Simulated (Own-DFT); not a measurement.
# A change of arrangement and its cost: Ge32Si32, 64 atoms

All numbers below are calculated, not measured. The program, named Own-DFT, is a retired in-house plane-wave density functional code that no person has reviewed. Each row is one single-point run on a periodic cell that was not relaxed, without spin or spin-orbit coupling.

Settings of every run: PBEsol; PseudoDojo norm-conserving scalar-relativistic files, made for PBE; cutoff 42 hartree; 3 x 3 x 3 k mesh centred on Gamma; Fermi-Dirac smearing of 0.1 eV.

Known limits, some of them of some rows only: not probed for a lower state with spin; forces on such cells passed a denser k mesh, each cell not checked; stress not checked against mesh or cutoff.

All cells hold the same atoms in the same cell, with vectors in Å (11.089, 0.000, 0.000); (0.000, 11.089, 0.000); (0.000, 0.000, 11.089). Every atom was moved at random from its ideal site; u is the rms move along one axis. The random placing of the alloy's atoms differs from row to row. E is the free energy of the cell above the lowest run. The arrangements:

- A: diamond-structure SiGe in clusters
- B: diamond-structure SiGe in ordered layers
- C: diamond-structure SiGe with randomly placed atoms

```
arrangement,u (Å),E (eV),P (GPa)
A,0.0290,0.280,0.68
A,0.0298,0.434,0.69
A,0.0318,0.520,0.73
A,0.0595,3.621,1.35
A,0.0604,3.971,1.45
A,0.0628,3.535,1.30
B,0.0277,0.000,0.60
B,0.0305,0.258,0.64
B,0.0316,0.341,0.68
B,0.0584,3.359,1.26
B,0.0594,3.478,1.25
B,0.0622,3.687,1.31
C,0.0297,0.206,0.53
C,0.0301,0.245,0.57
C,0.0310,0.262,0.55
C,0.0553,2.763,1.05
C,0.0618,3.366,1.19
C,0.0626,3.979,1.27
```

Question: once the cost of the random moves is taken out, how do the arrangements rank?

## Worked answer

Fit E = a + b u², with one b for all and one a for each arrangement, and with residuals divided by u², since the noise grows with the moves. Then b = 1195 eV/Å², the scatter at u = 0.04 Å is 0.09 eV, and against A:

- B: -0.20 ± 0.04 eV (lower)
- C: -0.18 ± 0.04 eV (lower)

These are energies of unrelaxed cells. Relaxing the atoms lowers the strained arrangements most, so the gaps would shrink and small ones could change sign.
